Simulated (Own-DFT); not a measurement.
SiC (4H silicon carbide, strained, atoms displaced) (calculated)

A calculation, not a measurement: plane-wave PBE density functional theory by an unreviewed code, no spin, of a simulated periodic cell, stress positive in tension, free energy of the whole cell less one offset for each atom, forces on such cells passed a denser k mesh, this cell's mesh not checked; offsets are fitted by least squares, one for each functional and potential file, so energies compare only between cells with the same atoms and settings and are not formation energies; the far tail of each file's local potential was reset to the Coulomb form; each entry is a single point on an unrelaxed cell, so the pressure reflects the starting lattice, mostly measured values (interpolated for alloys), from which strain is counted, and rises with the displacements; printed positions are rounded, which can move forces by about a meV/angstrom; the program, named Own-DFT, is a retired in-house code; no spin-orbit coupling; before rounding, a Quantum ESPRESSO 7.3.1 run of the same cell and cutoff gave forces within 1 meV/angstrom rms on each cell, which checks the program and not the settings. Program: Own-DFT development build.

Settings shared by all entries: functional PBE; potential files PseudoDojo norm-conserving, scalar-relativistic, standard set; wave cutoff 42 hartree; occupations Fermi-Dirac; smearing width 0.1 eV; k mesh 4 x 4 x 3 centred on Gamma.

(1) SiC (4H silicon carbide, strained, atoms displaced)

```cif
# cell vector a (Å): 9.3831 0.0442 0.0727
# cell vector b (Å): -4.6533 7.9504 -0.0064
# cell vector c (Å): 0.0792 0.0376 9.9109
data_SiC
_symmetry_space_group_name_H-M 'P 1'
_symmetry_Int_Tables_number 1
_cell_length_a 9.3835
_cell_length_b 9.2121
_cell_length_c 9.9113
_cell_angle_alpha 90.083
_cell_angle_beta 89.097
_cell_angle_gamma 120.070
_cell_volume 741.33
loop_
_atom_site_label
_atom_site_type_symbol
_atom_site_fract_x
_atom_site_fract_y
_atom_site_fract_z
_atom_site_occupancy
Si1 Si 0.00158 0.00536 0.40453 1
Si2 Si 0.10036 0.21188 0.15544 1
C1 C 0.00202 0.99001 0.08896 1
C2 C 0.09989 0.21951 0.33027 1
Si3 Si 0.00745 0.34331 0.41451 1
Si4 Si 0.11490 0.55706 0.16325 1
C3 C 0.00185 0.33343 0.09521 1
C4 C 0.10751 0.55345 0.34316 1
Si5 Si 0.98623 0.65503 0.40866 1
Si6 Si 0.10965 0.88366 0.15254 1
C5 C 0.00880 0.67725 0.10207 1
C6 C 0.11519 0.89030 0.34145 1
Si7 Si 0.33852 0.00510 0.39770 1
Si8 Si 0.44376 0.21768 0.15886 1
C7 C 0.34509 0.02545 0.09228 1
C8 C 0.44457 0.21661 0.34369 1
Si9 Si 0.34026 0.33391 0.40517 1
Si10 Si 0.44008 0.54369 0.14830 1
C9 C 0.33351 0.33846 0.08644 1
C10 C 0.45700 0.56555 0.34433 1
Si11 Si 0.34025 0.67462 0.40340 1
Si12 Si 0.44905 0.89891 0.15839 1
C11 C 0.34092 0.65456 0.09833 1
C12 C 0.44358 0.88753 0.33975 1
Si13 Si 0.66701 0.01342 0.40786 1
Si14 Si 0.78679 0.22578 0.15989 1
C13 C 0.67736 0.00933 0.08913 1
C14 C 0.78766 0.23316 0.34435 1
Si15 Si 0.66520 0.32726 0.41140 1
Si16 Si 0.77447 0.55752 0.15542 1
C15 C 0.66893 0.33886 0.09785 1
C16 C 0.77907 0.56113 0.34935 1
Si17 Si 0.66826 0.67143 0.40726 1
Si18 Si 0.77136 0.88951 0.16066 1
C17 C 0.65932 0.66988 0.08430 1
C18 C 0.77400 0.89497 0.34801 1
Si19 Si 0.00063 0.99593 0.90805 1
Si20 Si 0.88811 0.77628 0.66223 1
C19 C 0.99880 0.98902 0.59741 1
C20 C 0.88425 0.77200 0.84415 1
Si21 Si 0.00215 0.66350 0.90036 1
Si22 Si 0.89659 0.45265 0.65753 1
C21 C 0.00291 0.66471 0.59473 1
C22 C 0.89790 0.45359 0.84461 1
Si23 Si 0.99687 0.32763 0.91360 1
Si24 Si 0.89339 0.11890 0.65213 1
C23 C 0.00276 0.33202 0.59491 1
C24 C 0.88847 0.11498 0.84208 1
Si25 Si 0.67315 0.00580 0.90058 1
Si26 Si 0.54460 0.77037 0.66192 1
C25 C 0.67184 0.00413 0.59252 1
C26 C 0.54616 0.76788 0.84073 1
Si27 Si 0.66512 0.66143 0.90389 1
Si28 Si 0.55184 0.45695 0.65326 1
C27 C 0.67067 0.66444 0.58816 1
C28 C 0.54650 0.44688 0.84566 1
Si29 Si 0.65615 0.33084 0.91023 1
Si30 Si 0.55959 0.11067 0.65223 1
C29 C 0.65492 0.32390 0.59669 1
C30 C 0.55094 0.11065 0.83887 1
Si31 Si 0.33737 0.00255 0.91071 1
Si32 Si 0.22897 0.77569 0.65270 1
C31 C 0.33816 0.99105 0.59659 1
C32 C 0.22274 0.77214 0.84343 1
Si33 Si 0.34394 0.67168 0.89987 1
Si34 Si 0.22746 0.45409 0.65080 1
C33 C 0.33400 0.66293 0.59026 1
C34 C 0.22590 0.45370 0.84919 1
Si35 Si 0.33074 0.32879 0.90882 1
Si36 Si 0.22403 0.10937 0.65378 1
C35 C 0.34340 0.33834 0.59999 1
C36 C 0.22485 0.11169 0.84299 1
```

* free energy of cell above offsets: -5.019 eV
* pressure: 7.15 GPa
* stress xx: 3.83 GPa
* stress yy: -9.11 GPa
* stress zz: -16.19 GPa
* stress yz: 1.04 GPa
* stress xz: 2.54 GPa
* stress xy: 1.19 GPa

Force:
```tsv
element	x (eV/Å)	y (eV/Å)	z (eV/Å)
Si	0.262	-1.4	-0.01
Si	1.276	0.962	-2.796
C	-1.78	0.742	1.492
C	1.564	1.175	4.754
Si	-0.023	-1.556	-2.491
Si	0.46	0.09	-2.385
C	-0.211	0.06	0.735
C	0.766	1.261	2.026
Si	1.791	2.556	-0.582
Si	0.5	2.987	1.403
C	0.03	-3.712	-2.443
C	-0.617	-0.207	0.633
Si	-0.866	-2.761	2.169
Si	-0.489	5.013	0.113
C	0.362	-6.454	-0.352
C	0.12	2.046	0.18
Si	-1.114	0.524	-0.129
Si	1.096	2.23	1.985
C	0.279	-3.285	2.633
C	-1.049	-1.853	-0.577
Si	-0.206	-1.771	-0.682
Si	0.909	-1.196	-2.199
C	-3.462	3.08	-1.143
C	0.329	2.033	1.211
Si	0.945	-1.468	-0.679
Si	-1.143	0.549	-1.114
C	-1.11	-0.597	0.753
C	-0.445	-0.391	1.02
Si	-0.516	1.446	-0.772
Si	0.335	1.258	0.283
C	0.324	-0.978	-0.001
C	-1.015	-1.514	-0.996
Si	0.291	0.342	-0.903
Si	1.049	-0.369	-1.243
C	1.408	-0.302	2.415
C	0.648	0.168	-0.127
Si	-0.321	0.391	-1.693
Si	0.254	-1.019	-1.558
C	-0.488	2.746	-1.002
C	0.442	0.396	0.771
Si	-0.049	1.521	2.007
Si	-0.994	-2.202	0.288
C	-0.226	1	-0.007
C	-0.984	-3.064	0.398
Si	0.241	2.199	-1.925
Si	0.616	-2.324	0.847
C	0.159	1.774	0.305
C	1.153	-0.765	0.031
Si	-1.286	-0.804	0.099
Si	1.963	1.351	-2.671
C	-0.174	-0.761	0.743
C	2.706	2.692	0.82
Si	-0.708	0.775	-0.446
Si	2.634	-2.328	1.344
C	-0.982	1.853	1.888
C	1.532	-0.794	-0.587
Si	1.122	0.929	-1.342
Si	-0.914	-0.835	0.863
C	0.907	2.763	-0.085
C	1.187	0.098	1.35
Si	-0.536	-0.505	-2.087
Si	-1.305	-0.315	0.698
C	-0.888	1.731	-1.739
C	0.107	1.344	0.435
Si	-2.759	-1.606	2.95
Si	0.344	-2.889	2.329
C	-0.072	1.623	-0.544
C	-0.003	-2.268	-1.393
Si	-1.1	0.982	-2.091
Si	0.633	-0.437	0.487
C	-2.509	-1.112	-2.062
C	-0.402	-0.852	0.4
```

(2) SiC (4H silicon carbide, strained, atoms displaced)

```cif
# cell vector a (Å): 9.2338 -0.1337 0.1084
# cell vector b (Å): -4.7327 8.0110 -0.0565
# cell vector c (Å): 0.1181 -0.0028 9.9448
data_SiC
_symmetry_space_group_name_H-M 'P 1'
_symmetry_Int_Tables_number 1
_cell_length_a 9.2354
_cell_length_b 9.3047
_cell_length_c 9.9455
_cell_angle_alpha 90.708
_cell_angle_beta 88.647
_cell_angle_gamma 121.405
_cell_volume 729.24
loop_
_atom_site_label
_atom_site_type_symbol
_atom_site_fract_x
_atom_site_fract_y
_atom_site_fract_z
_atom_site_occupancy
Si1 Si 0.00282 0.00036 0.40465 1
Si2 Si 0.11009 0.23057 0.15946 1
C1 C 0.99742 0.99436 0.09632 1
C2 C 0.11887 0.23117 0.35134 1
Si3 Si 0.99776 0.34008 0.41727 1
Si4 Si 0.11679 0.56338 0.16017 1
C3 C 0.00172 0.33559 0.10154 1
C4 C 0.10092 0.55062 0.34111 1
Si5 Si 0.99320 0.66300 0.41637 1
Si6 Si 0.10519 0.88991 0.14689 1
C5 C 0.99737 0.65407 0.09797 1
C6 C 0.10746 0.89214 0.34342 1
Si7 Si 0.33035 0.00526 0.41331 1
Si8 Si 0.44203 0.21999 0.15299 1
C7 C 0.32691 0.98944 0.09506 1
C8 C 0.45690 0.21735 0.34484 1
Si9 Si 0.32882 0.33484 0.40993 1
Si10 Si 0.43682 0.54448 0.15852 1
C9 C 0.33215 0.33822 0.08809 1
C10 C 0.45062 0.56557 0.34249 1
Si11 Si 0.34183 0.68092 0.40361 1
Si12 Si 0.44861 0.88620 0.15548 1
C11 C 0.33434 0.66338 0.09710 1
C12 C 0.44276 0.89375 0.34234 1
Si13 Si 0.67285 0.99868 0.40909 1
Si14 Si 0.78015 0.22873 0.16204 1
C13 C 0.67000 0.99692 0.09291 1
C14 C 0.77319 0.21512 0.34428 1
Si15 Si 0.67055 0.33091 0.40377 1
Si16 Si 0.78611 0.56511 0.15408 1
C15 C 0.67164 0.33124 0.09188 1
C16 C 0.77671 0.55946 0.34204 1
Si17 Si 0.66552 0.66428 0.40961 1
Si18 Si 0.77657 0.88488 0.15305 1
C17 C 0.65922 0.65603 0.08867 1
C18 C 0.77623 0.88834 0.35138 1
Si19 Si 0.99776 0.00986 0.89916 1
Si20 Si 0.88754 0.77686 0.65673 1
C19 C 0.00342 0.00235 0.59060 1
C20 C 0.88706 0.77490 0.84264 1
Si21 Si 0.00892 0.67515 0.90379 1
Si22 Si 0.88603 0.44141 0.66184 1
C21 C 0.99896 0.66546 0.58840 1
C22 C 0.87954 0.43311 0.84618 1
Si23 Si 0.00389 0.33938 0.90917 1
Si24 Si 0.88313 0.10058 0.65702 1
C23 C 0.01110 0.33200 0.59000 1
C24 C 0.88275 0.10281 0.84312 1
Si25 Si 0.66525 0.99960 0.90875 1
Si26 Si 0.55922 0.78422 0.65561 1
C25 C 0.66118 0.00658 0.60887 1
C26 C 0.54491 0.76039 0.84260 1
Si27 Si 0.67323 0.67203 0.90719 1
Si28 Si 0.55902 0.45038 0.65245 1
C27 C 0.65614 0.66343 0.58449 1
C28 C 0.56597 0.45406 0.83656 1
Si29 Si 0.67152 0.33525 0.89770 1
Si30 Si 0.57115 0.12482 0.66175 1
C29 C 0.66925 0.33275 0.59961 1
C30 C 0.54825 0.11088 0.84009 1
Si31 Si 0.33010 0.99955 0.90691 1
Si32 Si 0.21539 0.77817 0.66099 1
C31 C 0.33029 0.99787 0.58490 1
C32 C 0.21165 0.76912 0.84001 1
Si33 Si 0.32993 0.67480 0.90918 1
Si34 Si 0.21116 0.44211 0.65688 1
C33 C 0.33120 0.67151 0.58969 1
C34 C 0.23136 0.44414 0.83842 1
Si35 Si 0.33309 0.32948 0.90035 1
Si36 Si 0.21648 0.11504 0.66054 1
C35 C 0.32382 0.32596 0.59501 1
C36 C 0.22644 0.11536 0.84187 1
```

- free energy of cell above offsets: -4.536 eV
- pressure: 10.74 GPa
- stress xx: -8.35 GPa
- stress yy: -7.72 GPa
- stress zz: -16.16 GPa
- stress yz: 0.96 GPa
- stress xz: 3.86 GPa
- stress xy: -7.08 GPa

Force:
```tsv
element	x (eV/Å)	y (eV/Å)	z (eV/Å)
Si	-0.481	0.73	-0.251
Si	0.861	-1.387	0.471
C	-0.68	1.919	-1.678
C	-2.073	-1.249	-1.487
Si	0.924	-0.994	-3.833
Si	-0.386	-1.546	-0.065
C	-0.063	0.489	-1.496
C	0.713	1.59	2.03
Si	0.509	1.065	-4.802
Si	1.054	-1.461	2.626
C	0.492	3.117	-2.343
C	0.834	-0.807	-0.293
Si	0.459	-1.141	-3.686
Si	0.598	0.166	0.555
C	0.693	1.18	-1.07
C	-3.286	1.175	-0.636
Si	2.422	0.749	-0.319
Si	0.417	2.121	-0.423
C	0.616	-2.319	0.338
C	-0.743	-1.473	0.623
Si	-1.076	-2.051	0.075
Si	-0.913	0.36	0.604
C	0.009	0.545	-0.655
C	0.709	0.661	0.435
Si	-2.259	-0.028	0.353
Si	0.017	-1.275	-1.321
C	-0.237	0.934	0.43
C	1.042	1.104	1.476
Si	-0.173	0.779	0.642
Si	-1.835	-2.641	0.409
C	-1.165	0.58	-0.325
C	0.373	-0.787	0.848
Si	0.022	0.495	-2.714
Si	-0.708	-0.636	1.14
C	0.734	1.393	1.391
C	0.706	-0.056	-1.294
Si	1.599	-1.83	1.761
Si	-0.32	-0.137	-1.282
C	-1.17	-1.249	1.133
C	1.305	1.634	0.116
Si	-3.388	-3.142	1.803
Si	1.245	0.459	-1.243
C	-0.606	-0.478	4.264
C	3.506	2.887	-0.693
Si	0.444	-1.061	-0.029
Si	0.582	1.585	-0.448
C	-4.147	-1.417	2.647
C	-0.226	2.085	0.086
Si	-0.871	-1.094	-0.859
Si	-1.467	-1.789	0.234
C	2.48	-0.917	-2.897
C	0.585	2.949	0.445
Si	-1.622	-1.624	-0.608
Si	-0.875	-1.491	0.079
C	1.306	1.292	3.038
C	-0.085	-1.3	1.273
Si	-3.236	-0.973	2.432
Si	-3.49	-2.327	-1.311
C	-0.444	1.664	-1.95
C	1.312	-0.321	2.048
Si	-0.224	-0.112	-0.181
Si	1.412	0.562	-3.332
C	-0.003	0.849	5.273
C	2.387	2.373	0.983
Si	1.324	-2.375	-0.435
Si	3.596	1.996	-0.492
C	0.137	-0.285	1.191
C	-2.239	0.292	1.691
Si	0.687	2.368	0.262
Si	2.085	-1.057	-1.911
C	0.718	2.168	0.21
C	-0.424	-1.483	0.946
```

(3) SiC (4H silicon carbide, strained, atoms displaced)

```cif
# cell vector a (Å): 9.0924 0.1400 -0.1742
# cell vector b (Å): -4.4250 7.9219 0.0869
# cell vector c (Å): -0.1896 -0.0002 10.2068
data_SiC
_symmetry_space_group_name_H-M 'P 1'
_symmetry_Int_Tables_number 1
_cell_length_a 9.0951
_cell_length_b 9.0744
_cell_length_c 10.2086
_cell_angle_alpha 88.933
_cell_angle_beta 92.162
_cell_angle_gamma 118.309
_cell_volume 741.25
loop_
_atom_site_label
_atom_site_type_symbol
_atom_site_fract_x
_atom_site_fract_y
_atom_site_fract_z
_atom_site_occupancy
Si1 Si 0.00763 0.00634 0.41781 1
Si2 Si 0.11566 0.22620 0.16175 1
C1 C 0.99790 0.99480 0.09388 1
C2 C 0.10986 0.22305 0.34290 1
Si3 Si 0.00089 0.33368 0.39984 1
Si4 Si 0.09512 0.54693 0.15199 1
C3 C 0.00939 0.33655 0.09161 1
C4 C 0.11396 0.55974 0.34746 1
Si5 Si 0.99669 0.67128 0.40331 1
Si6 Si 0.10984 0.89001 0.15382 1
C5 C 0.99454 0.66446 0.09501 1
C6 C 0.10730 0.88977 0.34403 1
Si7 Si 0.33941 0.00978 0.39621 1
Si8 Si 0.44116 0.21199 0.15418 1
C7 C 0.33433 0.99757 0.09602 1
C8 C 0.44121 0.22496 0.34027 1
Si9 Si 0.33860 0.34260 0.40782 1
Si10 Si 0.44528 0.55278 0.15126 1
C9 C 0.33264 0.33042 0.09240 1
C10 C 0.44645 0.55744 0.33557 1
Si11 Si 0.33764 0.67272 0.41382 1
Si12 Si 0.44720 0.89616 0.15092 1
C11 C 0.33388 0.67279 0.10301 1
C12 C 0.43588 0.88227 0.34820 1
Si13 Si 0.66847 0.00343 0.41323 1
Si14 Si 0.79119 0.22845 0.16032 1
C13 C 0.66639 0.00044 0.09395 1
C14 C 0.78182 0.22793 0.34153 1
Si15 Si 0.66270 0.33293 0.39821 1
Si16 Si 0.77578 0.56811 0.15714 1
C15 C 0.66393 0.32816 0.09253 1
C16 C 0.77735 0.55897 0.34991 1
Si17 Si 0.66225 0.66174 0.40523 1
Si18 Si 0.78936 0.89918 0.15144 1
C17 C 0.66709 0.66471 0.10473 1
C18 C 0.77297 0.88939 0.33757 1
Si19 Si 0.99964 0.01087 0.89943 1
Si20 Si 0.88798 0.77877 0.66056 1
C19 C 0.99199 0.99316 0.58541 1
C20 C 0.89418 0.77867 0.84940 1
Si21 Si 0.00006 0.66482 0.91718 1
Si22 Si 0.88486 0.44210 0.65145 1
C21 C 0.00406 0.66379 0.58995 1
C22 C 0.87740 0.44529 0.83969 1
Si23 Si 0.99852 0.34045 0.90273 1
Si24 Si 0.89340 0.10675 0.66107 1
C23 C 0.99765 0.34524 0.59691 1
C24 C 0.88117 0.11088 0.84691 1
Si25 Si 0.67564 0.00432 0.90717 1
Si26 Si 0.56029 0.78840 0.65703 1
C25 C 0.66370 0.99889 0.59450 1
C26 C 0.54687 0.76989 0.83904 1
Si27 Si 0.67034 0.66483 0.91049 1
Si28 Si 0.55019 0.43337 0.66564 1
C27 C 0.65759 0.66927 0.59733 1
C28 C 0.54192 0.44056 0.84120 1
Si29 Si 0.66805 0.32993 0.90849 1
Si30 Si 0.56683 0.12113 0.66041 1
C29 C 0.66861 0.33142 0.58889 1
C30 C 0.55577 0.10113 0.84626 1
Si31 Si 0.33477 0.99898 0.90463 1
Si32 Si 0.22192 0.78118 0.65711 1
C31 C 0.33835 0.00377 0.60049 1
C32 C 0.22783 0.78052 0.84844 1
Si33 Si 0.33552 0.66691 0.90555 1
Si34 Si 0.22595 0.44865 0.65906 1
C33 C 0.33280 0.67158 0.58975 1
C34 C 0.21982 0.43126 0.83384 1
Si35 Si 0.32911 0.32992 0.90970 1
Si36 Si 0.22221 0.11725 0.64967 1
C35 C 0.33526 0.33819 0.59588 1
C36 C 0.22590 0.12070 0.85047 1
```

- free energy of cell above offsets: -5.036 eV
- pressure: 6.55 GPa
- stress xx: -14.09 GPa
- stress yy: -6.14 GPa
- stress zz: 0.58 GPa
- stress yz: 0.99 GPa
- stress xz: -5.74 GPa
- stress xy: 7.87 GPa

Force:
```tsv
element	x (eV/Å)	y (eV/Å)	z (eV/Å)
Si	-1.556	-1.204	-5.126
Si	0.944	-1.254	-0.931
C	-0.107	2.516	-1.537
C	0.999	0.116	1.025
Si	-0.462	1.581	2.134
Si	3.229	2.163	2.555
C	-1.456	-0.736	-0.798
C	-0.578	-0.723	-1.214
Si	1.552	-0.451	0.984
Si	1.104	-0.6	1.224
C	-0.882	0.641	0.304
C	0.631	0.851	-0.408
Si	-0.601	-2.134	2.424
Si	0.203	1.889	0.071
C	-2.061	0.307	-1.463
C	0.436	0.291	-0.325
Si	-0.585	-0.165	-0.336
Si	-0.821	0.443	1.17
C	-0.205	0.172	0.23
C	-0.54	-0.4	1.587
Si	-0.324	-1.39	-2.137
Si	1.892	-1.971	2.429
C	-0.341	-1.363	-2.428
C	1.257	2.61	-1.264
Si	-0.182	-0.782	-1.976
Si	-1.414	-1.147	-1.191
C	0.551	1.107	-0.657
C	-0.395	-0.956	0.5
Si	0.659	0.609	1.045
Si	3.436	-3.79	1.696
C	0.228	1.203	0.657
C	0.218	-0.885	-1.582
Si	-0.637	1.946	0.741
Si	-1.628	-1.812	1.996
C	-2.939	2.479	-3.503
C	1.112	0.423	1.6
Si	2.277	-1.726	2.193
Si	0.24	-1.701	-0.821
C	0.934	1.122	4.248
C	-1.244	0.952	-0.682
Si	0.563	0.319	-2.365
Si	-0.815	1.844	0.756
C	-1.76	0.865	0.831
C	1.207	0.618	0.586
Si	0.929	-0.648	-0.287
Si	-2.075	1.652	-1.227
C	3.25	-3.007	-1.205
C	0.929	1.516	-1.275
Si	-1.492	-2.684	0.935
Si	-1.074	-2.095	0.044
C	1.162	1.674	0.43
C	1.553	1.626	1.462
Si	-0.906	-0.135	-0.546
Si	0.113	2.182	-2.16
C	2.066	-1.061	-0.519
C	2.101	0.075	2.24
Si	-1.565	-0.464	-0.099
Si	-1.066	-1.741	-0.261
C	-1.176	0.405	0.088
C	-1.225	2.207	-0.463
Si	-0.031	0.335	0.473
Si	0.305	-0.086	-0.044
C	-0.508	0.681	-1.339
C	-1.815	-0.849	-0.669
Si	0.355	-0.991	0.97
Si	-1.052	0.506	-1.945
C	0.701	-0.166	2.099
C	-2.302	2.123	2.731
Si	0.692	0.787	0.126
Si	0.733	-0.772	1.437
C	-0.3	-0.628	-1.292
C	-0.446	-2.321	-1.944
```
